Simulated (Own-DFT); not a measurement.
# Computed records: Hf31O64 (monoclinic hafnia with one vacancy, atoms displaced), Hf32O63 (monoclinic hafnia with one vacancy, atoms displaced)

Computed with Own-DFT development build. A calculation, not a measurement: plane-wave PBE density functional theory by an unreviewed code, no spin, of a simulated periodic cell, stress positive in tension, free energy of the whole cell less one offset for each atom, defect cell not probed for a lower state with spin; hafnium file: forces about 75 meV/angstrom off all-electron values; oxygen file: force components 24 meV/angstrom off all-electron in one glass; forces on such cells passed a denser k mesh, this cell's mesh not checked; offsets are fitted by least squares, one for each functional and potential file, so energies compare only between cells with the same atoms and settings and are not formation energies; the far tail of each file's local potential was reset to the Coulomb form; each entry is a single point on an unrelaxed cell, so the pressure reflects the starting lattice, mostly measured values, from which strain is counted, and rises with the displacements; printed positions are rounded, which can move forces by about a meV/angstrom; the program is a retired in-house code; no spin-orbit coupling; before rounding, a Quantum ESPRESSO 7.3.1 run of the same cell and cutoff gave forces within 1 meV/angstrom rms on each cell, which checks the program and not the settings.

Common to all runs: functional PBE; potential files PseudoDojo norm-conserving, scalar-relativistic, standard set; wave cutoff 72 hartree; occupations Fermi-Dirac; smearing width 0.1 eV; k mesh 2 x 2 x 2 centred on Gamma.

```json
{"entry": 1, "formula": "Hf31O64", "kind": "monoclinic hafnia with one vacancy, atoms displaced", "structure": {"cell_angstrom": [[10.234, 0.0, 0.0], [0.0, 10.35, 0.0], [-1.6955, 0.0, 10.4453]], "atoms_fractional": [["Hf", 0.14477, 0.01701, 0.11316], ["Hf", 0.36043, 0.25237, 0.15885], ["Hf", 0.35743, 0.47159, 0.38512], ["Hf", 0.1506, 0.23789, 0.35034], ["O", 0.04233, 0.1545, 0.18334], ["O", 0.46332, 0.41633, 0.08566], ["O", 0.46805, 0.32979, 0.3297], ["O", 0.03891, 0.08784, 0.43022], ["O", 0.22159, 0.38324, 0.24075], ["O", 0.27956, 0.1269, 0.01809], ["O", 0.28145, 0.12905, 0.27097], ["O", 0.23422, 0.3674, 0.48268], ["Hf", 0.36504, 0.25922, 0.65473], ["Hf", 0.36126, 0.47964, 0.90513], ["Hf", 0.14742, 0.24119, 0.85655], ["O", 0.03734, 0.1595, 0.67094], ["O", 0.46243, 0.40722, 0.57151], ["O", 0.46201, 0.33595, 0.83008], ["O", 0.0212, 0.08359, 0.92579], ["O", 0.21962, 0.38503, 0.73285], ["O", 0.2679, 0.12722, 0.50703], ["O", 0.26947, 0.10179, 0.74386], ["O", 0.22438, 0.37749, 0.981], ["Hf", 0.12937, 0.5201, 0.09744], ["Hf", 0.34876, 0.7743, 0.13572], ["Hf", 0.36746, 0.98032, 0.38773], ["Hf", 0.12539, 0.73177, 0.34736], ["O", 0.03809, 0.67061, 0.17731], ["O", 0.46345, 0.91794, 0.07968], ["O", 0.46992, 0.84203, 0.33409], ["O", 0.04069, 0.58207, 0.41959], ["O", 0.22021, 0.87951, 0.24153], ["O", 0.28061, 0.63104, 0.00664], ["O", 0.26841, 0.62149, 0.26083], ["O", 0.2192, 0.869, 0.49242], ["Hf", 0.12625, 0.52232, 0.61157], ["Hf", 0.35334, 0.76024, 0.65051], ["Hf", 0.36222, 0.99238, 0.89168], ["Hf", 0.12637, 0.72725, 0.85214], ["O", 0.0443, 0.66427, 0.6627], ["O", 0.46258, 0.90049, 0.57721], ["O", 0.47078, 0.83282, 0.82428], ["O", 0.03806, 0.5799, 0.92562], ["O", 0.23117, 0.90102, 0.75124], ["O", 0.25965, 0.61567, 0.50446], ["O", 0.27236, 0.62081, 0.75818], ["O", 0.21815, 0.85992, 0.99016], ["Hf", 0.64113, 0.01801, 0.10401], ["Hf", 0.85771, 0.26167, 0.15272], ["Hf", 0.8465, 0.47085, 0.39017], ["Hf", 0.63446, 0.22716, 0.34909], ["O", 0.53766, 0.16833, 0.16867], ["O", 0.97172, 0.41585, 0.07403], ["O", 0.96091, 0.33645, 0.32007], ["O", 0.55907, 0.08037, 0.42597], ["O", 0.72171, 0.38618, 0.25123], ["O", 0.78437, 0.12407, 0.00545], ["O", 0.77369, 0.13138, 0.26221], ["O", 0.7096, 0.37213, 0.48971], ["Hf", 0.63459, 0.03324, 0.59694], ["Hf", 0.85694, 0.27023, 0.64006], ["Hf", 0.87338, 0.47724, 0.89142], ["Hf", 0.6501, 0.23591, 0.8608], ["O", 0.52878, 0.15754, 0.68686], ["O", 0.96681, 0.41486, 0.56853], ["O", 0.96595, 0.33537, 0.82315], ["O", 0.53482, 0.09091, 0.93149], ["O", 0.72698, 0.37719, 0.75434], ["O", 0.78088, 0.1352, 0.50762], ["O", 0.76833, 0.12849, 0.75668], ["O", 0.7315, 0.36393, 0.99107], ["Hf", 0.63555, 0.52775, 0.10312], ["Hf", 0.86121, 0.78273, 0.1367], ["Hf", 0.86998, 0.98309, 0.40241], ["Hf", 0.64557, 0.73158, 0.34385], ["O", 0.54357, 0.66075, 0.17709], ["O", 0.95889, 0.90782, 0.06662], ["O", 0.97312, 0.83344, 0.32705], ["O", 0.53743, 0.58677, 0.42364], ["O", 0.712, 0.87978, 0.25301], ["O", 0.77598, 0.63291, 0.00757], ["O", 0.77069, 0.62, 0.24853], ["O", 0.73279, 0.86386, 0.49522], ["Hf", 0.63335, 0.52096, 0.60619], ["Hf", 0.84754, 0.76612, 0.64743], ["Hf", 0.86989, 0.98564, 0.88886], ["Hf", 0.63633, 0.72792, 0.86236], ["O", 0.52319, 0.66391, 0.67352], ["O", 0.97792, 0.91393, 0.57866], ["O", 0.95757, 0.83396, 0.80968], ["O", 0.53974, 0.588, 0.91885], ["O", 0.72799, 0.86999, 0.73407], ["O", 0.78021, 0.64016, 0.51302], ["O", 0.78447, 0.62005, 0.75592], ["O", 0.71853, 0.87132, 0.99184]]}, "results": {"free_energy_of_cell_above_offsets [eV]": "-68.505", "pressure [GPa]": 7.05, "stress_xx [GPa]": -6.89, "stress_yy [GPa]": -6.96, "stress_zz [GPa]": -7.3, "stress_yz [GPa]": -0.9, "stress_xz [GPa]": 0.12, "stress_xy [GPa]": -0.07, "force_element": ["Hf", "Hf", "Hf", "Hf", "O", "O", "O", "O", "O", "O", "O", "O", "Hf", "Hf", "Hf", "O", "O", "O", "O", "O", "O", "O", "O", "Hf", "Hf", "Hf", "Hf", "O", "O", "O", "O", "O", "O", "O", "O", "Hf", "Hf", "Hf", "Hf", "O", "O", "O", "O", "O", "O", "O", "O", "Hf", "Hf", "Hf", "Hf", "O", "O", "O", "O", "O", "O", "O", "O", "Hf", "Hf", "Hf", "Hf", "O", "O", "O", "O", "O", "O", "O", "O", "Hf", "Hf", "Hf", "Hf", "O", "O", "O", "O", "O", "O", "O", "O", "Hf", "Hf", "Hf", "Hf", "O", "O", "O", "O", "O", "O", "O", "O"], "force_x [eV/angstrom]": [-1.802, 2.13, 0.44, -3.358, -1.062, -0.177, -0.465, -0.711, 0.415, -1.056, 0.82, -0.682, -1.787, 1.554, -1.768, -1.762, 0.941, 0.322, 4.122, 0.318, 1.876, 0.582, -0.824, 1.891, 1.718, -1.977, 3.468, -1.303, -0.183, 0.299, -2.443, 0.845, -0.488, 1.202, 1.411, 3.515, -0.704, 0.359, 1.717, -3.17, 1.297, -1.032, 0.211, 0.182, 1.643, -0.179, -0.408, -0.887, 1.323, 2.602, 1.077, -0.389, -1.309, 0.46, -3.257, -0.564, -0.649, 0.682, 0.947, -0.053, 2.273, -3.067, -2.028, 0.844, -2.425, 1.334, 0.66, -0.019, 0.03, 0.867, 0.255, 0.668, -1.267, 1.712, -1.684, -2.906, 2.562, -4.159, -0.198, 2.263, 0.763, 1.4, -0.226, -1.406, 2.639, -2.499, 1.032, 1.821, -1.448, 1.746, -1.747, -2.052, -0.683, -0.934, -0.039], "force_y [eV/angstrom]": [-0.238, 4.022, 3.164, -1.206, 0.277, -0.12, -0.817, 0.892, -1.102, -0.358, -1.397, -0.268, 0.618, 0.673, -2.836, 1.766, 0.182, -0.293, 2.431, -1.99, 0.627, 3.301, -0.608, 1.041, -1.348, -1.745, -2.091, -0.444, -0.149, -1.007, -1.042, 1.024, -0.339, 0.169, -0.814, -1.627, 2.494, -2.546, 1.761, 3.378, 2.185, 1.046, 1.042, -3.01, 0.94, 0.029, 1.599, -0.294, 1.561, 2.693, 2.016, -0.303, -1.363, -0.381, -0.71, -1.358, 0.066, -1.472, -0.187, -3.837, -0.311, -0.014, -1.23, -0.33, -1.568, -0.689, 0.243, 0.741, -0.302, -0.633, 1.052, -1.626, -3.565, -0.717, -1.23, 1.823, 2.009, 2.799, -0.541, 1.925, -0.149, -0.011, 2.108, 0.682, 1.46, -1.776, 1.656, -1.425, -0.057, -0.16, -2.086, 2.059, -3.358, -1.089, 0.61], "force_z [eV/angstrom]": [-2.041, -1.953, 2.547, 4.175, -1.108, -0.377, -0.618, -1.583, -1.576, -0.662, -1.472, 0.275, -2.199, -1.515, -3.369, 0.717, 0.759, 0.392, 0.68, 1.895, -0.942, 2.506, 1.441, 3.024, 1.964, 4.633, 3.929, -3.134, 0.24, -1.743, -0.443, -0.835, 0.214, -1.203, -0.923, -3.866, -1.511, -0.795, -1.687, 2.379, -0.991, 1.098, -1.224, 0.357, 1.074, 1.698, 0.447, -0.815, -0.676, 1.52, 0.873, 0.459, 0.168, 0.049, -1.796, -2.314, 1.121, -0.82, 0.54, 3.188, 0.688, 0.715, -0.387, -0.753, 0.134, -0.01, -0.185, -1.952, 0.083, -0.203, 1.622, -0.281, 2.183, 2.32, 3.243, -1.049, 0.001, -1.28, 0.105, -2.364, 0.21, 1.243, -0.673, -1.118, -1.654, -1.397, -2.791, 0.245, -0.906, 2.676, 1.256, 0.908, -2.064, 0.906, 0.357]}}
{"entry": 2, "formula": "Hf31O64", "kind": "monoclinic hafnia with one vacancy, atoms displaced", "structure": {"cell_angstrom": [[10.234, 0.0, 0.0], [0.0, 10.35, 0.0], [-1.6955, 0.0, 10.4453]], "atoms_fractional": [["Hf", 0.14295, 0.00162, 0.10409], ["Hf", 0.34941, 0.27742, 0.15434], ["Hf", 0.36922, 0.48753, 0.40125], ["Hf", 0.14126, 0.22312, 0.3443], ["O", 0.02495, 0.15614, 0.16107], ["O", 0.46183, 0.4176, 0.06864], ["O", 0.46124, 0.33807, 0.33389], ["O", 0.05163, 0.07571, 0.44068], ["O", 0.22293, 0.37432, 0.23944], ["O", 0.27972, 0.13415, 0.01418], ["O", 0.28918, 0.12637, 0.26256], ["O", 0.24342, 0.36235, 0.48595], ["Hf", 0.14952, 0.02797, 0.59684], ["Hf", 0.36135, 0.26301, 0.64097], ["Hf", 0.37078, 0.47086, 0.9074], ["Hf", 0.13695, 0.2303, 0.84061], ["O", 0.03703, 0.15414, 0.67509], ["O", 0.45372, 0.42798, 0.55352], ["O", 0.44961, 0.31843, 0.82272], ["O", 0.03001, 0.07782, 0.90818], ["O", 0.2163, 0.38264, 0.72425], ["O", 0.28317, 0.13069, 0.51074], ["O", 0.27549, 0.10761, 0.76132], ["O", 0.23372, 0.36767, 0.00312], ["Hf", 0.13024, 0.52213, 0.09898], ["Hf", 0.3511, 0.76915, 0.15482], ["Hf", 0.35773, 0.97845, 0.40234], ["Hf", 0.14771, 0.71585, 0.36203], ["O", 0.04187, 0.67033, 0.1879], ["O", 0.44383, 0.91782, 0.08081], ["O", 0.45557, 0.83304, 0.32381], ["O", 0.04087, 0.55833, 0.41583], ["O", 0.23386, 0.86878, 0.24308], ["O", 0.26987, 0.63109, 0.01131], ["O", 0.28724, 0.61513, 0.26164], ["O", 0.24195, 0.87565, 0.49111], ["Hf", 0.13215, 0.52599, 0.59632], ["Hf", 0.34864, 0.75731, 0.62654], ["Hf", 0.12968, 0.73454, 0.84283], ["O", 0.03557, 0.66814, 0.66867], ["O", 0.457, 0.91884, 0.58466], ["O", 0.47346, 0.83808, 0.84734], ["O", 0.03471, 0.57715, 0.91893], ["O", 0.22955, 0.87799, 0.73855], ["O", 0.27066, 0.62634, 0.51215], ["O", 0.26884, 0.62515, 0.74829], ["O", 0.22715, 0.87891, 0.99041], ["Hf", 0.63621, 0.01256, 0.10154], ["Hf", 0.8598, 0.26699, 0.15968], ["Hf", 0.85459, 0.48841, 0.39894], ["Hf", 0.63006, 0.21779, 0.34646], ["O", 0.53308, 0.17521, 0.16433], ["O", 0.96673, 0.4215, 0.07112], ["O", 0.96466, 0.32357, 0.33918], ["O", 0.53939, 0.08521, 0.41529], ["O", 0.72599, 0.39419, 0.24054], ["O", 0.76868, 0.12108, 0.00198], ["O", 0.77332, 0.10667, 0.24533], ["O", 0.72058, 0.36502, 0.4963], ["Hf", 0.64148, 0.01584, 0.60343], ["Hf", 0.85027, 0.25977, 0.64226], ["Hf", 0.84661, 0.4852, 0.88022], ["Hf", 0.63771, 0.22001, 0.85851], ["O", 0.55257, 0.17285, 0.67429], ["O", 0.95157, 0.42075, 0.57399], ["O", 0.95247, 0.33392, 0.82349], ["O", 0.52072, 0.08427, 0.91849], ["O", 0.7214, 0.39217, 0.73399], ["O", 0.78466, 0.12536, 0.50597], ["O", 0.77085, 0.11362, 0.75939], ["O", 0.73279, 0.36409, 0.99934], ["Hf", 0.63198, 0.52014, 0.11165], ["Hf", 0.86764, 0.78279, 0.13559], ["Hf", 0.86885, 0.9806, 0.39603], ["Hf", 0.64135, 0.72155, 0.35193], ["O", 0.53544, 0.67679, 0.16246], ["O", 0.96492, 0.90871, 0.07199], ["O", 0.9691, 0.84072, 0.33444], ["O", 0.53247, 0.59556, 0.42563], ["O", 0.70622, 0.8814, 0.24245], ["O", 0.77539, 0.63549, 0.01311], ["O", 0.77285, 0.63574, 0.26668], ["O", 0.71462, 0.85116, 0.48238], ["Hf", 0.641, 0.51707, 0.60471], ["Hf", 0.86293, 0.78223, 0.64664], ["Hf", 0.85069, 0.96998, 0.89899], ["Hf", 0.64175, 0.72482, 0.84415], ["O", 0.53787, 0.68109, 0.68632], ["O", 0.96298, 0.91736, 0.57908], ["O", 0.96196, 0.8311, 0.81093], ["O", 0.54227, 0.58292, 0.92945], ["O", 0.71915, 0.88244, 0.73673], ["O", 0.76546, 0.62302, 0.51006], ["O", 0.77321, 0.60975, 0.76601], ["O", 0.72666, 0.85452, 0.98484]]}, "results": {"free_energy_of_cell_above_offsets [eV]": "-65.904", "pressure [GPa]": 8.37, "stress_xx [GPa]": -6.74, "stress_yy [GPa]": -7.62, "stress_zz [GPa]": -10.74, "stress_yz [GPa]": 1.32, "stress_xz [GPa]": -1.51, "stress_xy [GPa]": -0.37, "force_element": ["Hf", "Hf", "Hf", "Hf", "O", "O", "O", "O", "O", "O", "O", "O", "Hf", "Hf", "Hf", "Hf", "O", "O", "O", "O", "O", "O", "O", "O", "Hf", "Hf", "Hf", "Hf", "O", "O", "O", "O", "O", "O", "O", "O", "Hf", "Hf", "Hf", "O", "O", "O", "O", "O", "O", "O", "O", "Hf", "Hf", "Hf", "Hf", "O", "O", "O", "O", "O", "O", "O", "O", "Hf", "Hf", "Hf", "Hf", "O", "O", "O", "O", "O", "O", "O", "O", "Hf", "Hf", "Hf", "Hf", "O", "O", "O", "O", "O", "O", "O", "O", "Hf", "Hf", "Hf", "Hf", "O", "O", "O", "O", "O", "O", "O", "O"], "force_x [eV/angstrom]": [2.224, 2.428, -1.519, -0.378, 0.752, 1.242, 1.7, -1.921, -1.939, -1.812, -1.559, -2.493, 0.595, 0.315, -1.273, 0.229, -1.567, 3.374, 0.987, -0.426, -0.007, 0.353, -0.266, -1.226, 0.139, 2.864, 3.363, -1.829, -0.252, 1.952, 1.265, 0.567, -3.819, 0.076, -1.722, -3.454, -0.856, 1.963, 3.763, -1.272, 2.11, 0.322, -0.21, -0.675, -0.174, 0.515, -1.974, -3.478, 1.3, 0.154, 0.219, 1.069, -0.896, -0.306, -1.238, 0.285, 0.392, 0.282, -0.624, -1.887, 1.91, 3.077, -1.423, -1.042, 0.582, 0.925, 1.587, -0.748, -0.686, 0.84, -1.007, 1.174, -3.078, -0.904, -1.953, -0.13, 1.802, 0.865, -0.334, 1.786, 0.754, 1.816, 1.239, -1.506, -0.327, 2.165, -1.857, -1.096, -0.082, -1.151, -0.631, 0.682, 1.44, -0.283, -0.152], "force_y [eV/angstrom]": [2.819, -1.91, -1.813, 1.754, -0.048, -0.729, -0.896, 1.667, 0.987, 0.376, -1.567, -0.187, -2.668, 1.142, 1.799, -1.815, 1.562, -1.64, 0.994, -0.407, -0.863, -0.735, 2.482, 0.688, -0.555, -1.187, 0.573, 1.614, 0.008, 0.469, 0.301, 2.148, 2.113, -0.255, 0.983, -2.283, -3.681, 3.848, -0.135, 0.294, 0.789, -0.198, 1.124, -1.453, -0.907, -0.401, -1.135, 0.664, 1.386, -1.938, 2.74, -0.68, -1.174, -0.473, -1.929, -1.559, -0.797, 1.449, -0.117, 0.309, 2.077, -4.028, 0.394, -0.033, -0.274, -0.84, -0.136, -2.881, -0.909, 0.16, 0.101, 1.946, -5.088, -0.774, 2.232, -0.953, 1.946, -0.993, -0.336, 0.005, -1.226, -1.481, 3.158, 0.641, -1.954, 2.845, 0.844, -2.048, 0.115, 1.231, -0.668, -0.892, -0.129, 4.38, 2.622], "force_z [eV/angstrom]": [-2.658, -2.089, -4.6, 1.042, 1.491, 2.836, -1.002, -5.415, 0.608, 0.521, 0.51, -0.564, 6.81, 1.138, -2.8, 1.749, -0.856, 7.606, 0.692, 1.115, 0.932, -1.118, -1.618, -2.102, -0.229, -4.096, -1.906, -2.742, -0.973, 0.889, 1.574, -1.0, 1.409, -0.592, 0.302, -0.954, 2.687, 6.625, 2.006, -1.197, -0.291, -0.133, -0.874, -1.864, -2.343, 0.599, 0.419, -1.599, -2.373, -0.096, -0.504, 0.635, 1.251, -1.011, 1.492, 1.428, 0.808, 1.299, -1.113, -0.599, 1.146, 6.148, 0.509, -1.788, 0.894, -0.604, 0.477, 0.677, -0.425, -0.105, -1.03, -1.71, 3.724, 0.228, -0.962, 0.754, -1.06, -0.724, 0.339, -0.869, 0.177, -0.586, 2.049, -1.313, -2.547, -1.738, 4.134, -3.897, -0.535, 2.494, -1.237, 0.333, 0.762, -3.826, 0.951]}}
{"entry": 3, "formula": "Hf32O63", "kind": "monoclinic hafnia with one vacancy, atoms displaced", "structure": {"cell_angstrom": [[10.234, 0.0, 0.0], [0.0, 10.35, 0.0], [-1.6955, 0.0, 10.4453]], "atoms_fractional": [["Hf", 0.12908, 0.02578, 0.11124], ["Hf", 0.36478, 0.26713, 0.15011], ["Hf", 0.35932, 0.47851, 0.3837], ["Hf", 0.15381, 0.22419, 0.34915], ["O", 0.05146, 0.17383, 0.17982], ["O", 0.46972, 0.41214, 0.08207], ["O", 0.47555, 0.33739, 0.33813], ["O", 0.03364, 0.085, 0.4217], ["O", 0.22886, 0.37676, 0.23011], ["O", 0.28369, 0.14045, 0.26608], ["O", 0.22932, 0.37146, 0.50558], ["Hf", 0.13479, 0.03386, 0.61781], ["Hf", 0.36265, 0.27087, 0.65238], ["Hf", 0.3621, 0.47902, 0.88306], ["Hf", 0.14017, 0.22607, 0.8681], ["O", 0.02705, 0.17359, 0.65978], ["O", 0.4603, 0.40984, 0.59325], ["O", 0.46169, 0.34248, 0.8213], ["O", 0.03766, 0.09568, 0.92896], ["O", 0.22581, 0.38871, 0.72768], ["O", 0.27291, 0.11331, 0.50349], ["O", 0.27933, 0.12359, 0.76023], ["O", 0.22949, 0.37101, 0.99954], ["Hf", 0.13687, 0.53111, 0.10658], ["Hf", 0.37437, 0.7703, 0.15167], ["Hf", 0.36992, 0.96203, 0.4029], ["Hf", 0.1316, 0.72091, 0.35852], ["O", 0.04274, 0.67009, 0.17683], ["O", 0.46975, 0.91572, 0.06956], ["O", 0.47848, 0.82616, 0.31475], ["O", 0.04974, 0.58363, 0.43879], ["O", 0.23195, 0.88529, 0.24387], ["O", 0.2715, 0.63596, 0.01848], ["O", 0.27372, 0.61986, 0.26193], ["O", 0.23023, 0.87008, 0.48421], ["Hf", 0.13813, 0.52979, 0.61253], ["Hf", 0.36462, 0.76404, 0.64487], ["Hf", 0.36595, 0.98757, 0.9006], ["Hf", 0.13607, 0.71962, 0.85437], ["O", 0.03757, 0.68386, 0.67004], ["O", 0.46981, 0.90571, 0.56717], ["O", 0.46812, 0.82391, 0.82299], ["O", 0.05027, 0.5793, 0.92116], ["O", 0.22698, 0.874, 0.74257], ["O", 0.27248, 0.6348, 0.51252], ["O", 0.2744, 0.63168, 0.76436], ["O", 0.22504, 0.86236, 0.99103], ["Hf", 0.6443, 0.02571, 0.11748], ["Hf", 0.86335, 0.26898, 0.152], ["Hf", 0.86887, 0.4844, 0.39883], ["Hf", 0.63345, 0.22249, 0.36185], ["O", 0.54285, 0.16872, 0.16362], ["O", 0.94966, 0.42542, 0.07848], ["O", 0.94882, 0.3377, 0.33386], ["O", 0.53607, 0.07625, 0.43086], ["O", 0.71101, 0.36249, 0.25783], ["O", 0.78262, 0.13061, 0.00866], ["O", 0.78892, 0.11456, 0.27305], ["O", 0.73158, 0.35887, 0.49953], ["Hf", 0.63236, 0.01137, 0.60256], ["Hf", 0.86767, 0.2561, 0.6663], ["Hf", 0.85059, 0.46949, 0.90337], ["Hf", 0.63788, 0.22636, 0.83693], ["O", 0.54292, 0.16522, 0.68159], ["O", 0.96246, 0.41815, 0.57842], ["O", 0.98445, 0.34182, 0.83519], ["O", 0.54724, 0.09155, 0.92825], ["O", 0.73192, 0.37497, 0.74669], ["O", 0.77301, 0.12135, 0.5197], ["O", 0.78602, 0.12598, 0.74847], ["O", 0.71565, 0.37123, 0.99876], ["Hf", 0.63201, 0.52518, 0.10926], ["Hf", 0.86538, 0.77498, 0.14757], ["Hf", 0.84988, 0.97742, 0.39218], ["Hf", 0.64854, 0.71481, 0.3457], ["O", 0.5337, 0.66206, 0.17191], ["O", 0.96672, 0.90051, 0.07233], ["O", 0.95561, 0.83619, 0.33463], ["O", 0.55076, 0.57066, 0.41648], ["O", 0.72009, 0.86707, 0.23759], ["O", 0.76018, 0.63352, 0.01206], ["O", 0.78589, 0.61266, 0.25966], ["O", 0.71481, 0.88061, 0.49678], ["Hf", 0.64753, 0.51621, 0.61551], ["Hf", 0.86617, 0.75259, 0.63608], ["Hf", 0.87124, 0.97499, 0.88227], ["Hf", 0.64089, 0.72499, 0.85767], ["O", 0.54678, 0.67251, 0.67753], ["O", 0.97685, 0.91789, 0.57549], ["O", 0.95446, 0.84076, 0.81394], ["O", 0.53565, 0.59889, 0.91941], ["O", 0.71036, 0.87811, 0.72716], ["O", 0.77672, 0.64005, 0.51554], ["O", 0.77696, 0.61986, 0.75989], ["O", 0.73162, 0.86892, 0.98519]]}, "results": {"free_energy_of_cell_above_offsets [eV]": "-81.028", "pressure [GPa]": 9.16, "stress_xx [GPa]": -8.92, "stress_yy [GPa]": -9.7, "stress_zz [GPa]": -8.84, "stress_yz [GPa]": -0.39, "stress_xz [GPa]": -0.08, "stress_xy [GPa]": 1.45, "force_element": ["Hf", "Hf", "Hf", "Hf", "O", "O", "O", "O", "O", "O", "O", "Hf", "Hf", "Hf", "Hf", "O", "O", "O", "O", "O", "O", "O", "O", "Hf", "Hf", "Hf", "Hf", "O", "O", "O", "O", "O", "O", "O", "O", "Hf", "Hf", "Hf", "Hf", "O", "O", "O", "O", "O", "O", "O", "O", "Hf", "Hf", "Hf", "Hf", "O", "O", "O", "O", "O", "O", "O", "O", "Hf", "Hf", "Hf", "Hf", "O", "O", "O", "O", "O", "O", "O", "O", "Hf", "Hf", "Hf", "Hf", "O", "O", "O", "O", "O", "O", "O", "O", "Hf", "Hf", "Hf", "Hf", "O", "O", "O", "O", "O", "O", "O", "O"], "force_x [eV/angstrom]": [2.324, 0.79, 0.727, -3.097, -2.576, -0.313, -1.599, 0.358, -0.662, 1.879, 0.098, 0.802, -1.006, -0.378, 2.048, 2.855, 2.808, 1.405, -1.087, -0.102, 0.696, -0.731, 0.27, 1.143, -2.867, -1.275, 1.636, -1.607, 0.316, -0.032, -2.432, -0.101, 0.875, 0.332, -0.733, -0.186, 0.048, 0.656, 1.381, 1.966, -0.9, -1.127, -3.084, 0.225, 1.056, 0.443, 0.07, 0.762, -1.51, -1.081, 2.066, -1.008, 1.257, 2.676, -0.882, 1.239, 0.459, -1.29, -0.679, 1.903, -0.258, 1.195, 0.057, -1.742, 0.759, -1.72, -1.574, -0.536, 0.237, -1.872, 0.483, 1.206, -1.239, 1.831, -1.455, 0.556, 1.792, 1.467, -1.22, 0.076, 2.219, -0.391, 1.69, -1.631, -1.435, -3.639, 1.11, -0.487, -1.549, 2.26, -3.181, 1.366, -0.883, 1.061, 0.221], "force_y [eV/angstrom]": [-2.858, 0.889, -0.364, 0.896, 0.715, 0.745, -0.445, 0.535, 1.236, -2.823, -0.358, -3.748, -0.419, 1.077, 2.711, -0.552, 2.538, -1.077, -1.9, -0.859, 1.487, 0.453, -0.998, -1.831, 1.756, 1.54, 3.747, 0.441, 0.252, 0.73, -0.549, 0.119, -1.403, 0.084, -1.283, -2.236, 2.048, -3.211, 4.651, -2.243, -1.228, 2.186, -1.663, 1.544, -1.355, -1.635, 1.783, -1.225, 0.885, -3.354, 1.206, 0.305, -0.274, -1.079, 0.56, 1.888, 0.002, 1.176, 1.218, 0.633, 4.788, 1.27, 0.266, -0.512, 1.434, 0.092, -0.82, 0.791, 0.314, -2.984, -0.055, -3.325, -0.987, 0.08, 2.096, -0.174, 2.368, -1.979, -0.2, 0.872, -0.908, 0.44, -2.363, -0.413, 7.044, 0.72, 3.831, -1.946, -0.91, -2.083, -3.923, -0.419, -3.406, -1.023, 0.958], "force_z [eV/angstrom]": [-0.304, -1.574, 3.144, 4.93, -1.363, -0.895, -0.765, -0.508, 1.607, -1.117, -3.119, -4.08, -2.47, 2.737, -0.932, 2.237, -1.327, 0.996, 0.301, 2.845, 1.209, 1.654, -1.72, -1.092, -2.541, -1.652, 0.525, 0.075, 0.806, 1.983, -2.091, -0.663, -0.249, 0.442, 0.567, -0.522, 0.869, -0.422, 1.021, 0.1, 1.168, 0.734, 0.297, -0.33, -0.248, -0.056, -0.161, -3.517, 0.336, 1.995, 1.487, 1.619, 0.939, -1.303, -1.78, -2.316, 0.91, -2.613, 0.553, 0.733, -5.608, -0.006, 4.665, -2.025, 0.842, 0.218, -0.242, 0.769, -1.052, 3.796, -0.833, -1.099, -0.864, 4.601, 2.344, 0.324, -0.567, -1.12, 0.521, -0.313, 0.778, -0.357, -2.661, -2.177, 2.276, 1.63, -1.268, -1.966, 0.212, 0.666, 1.358, 2.092, -2.988, 0.613, 0.354]}}
```
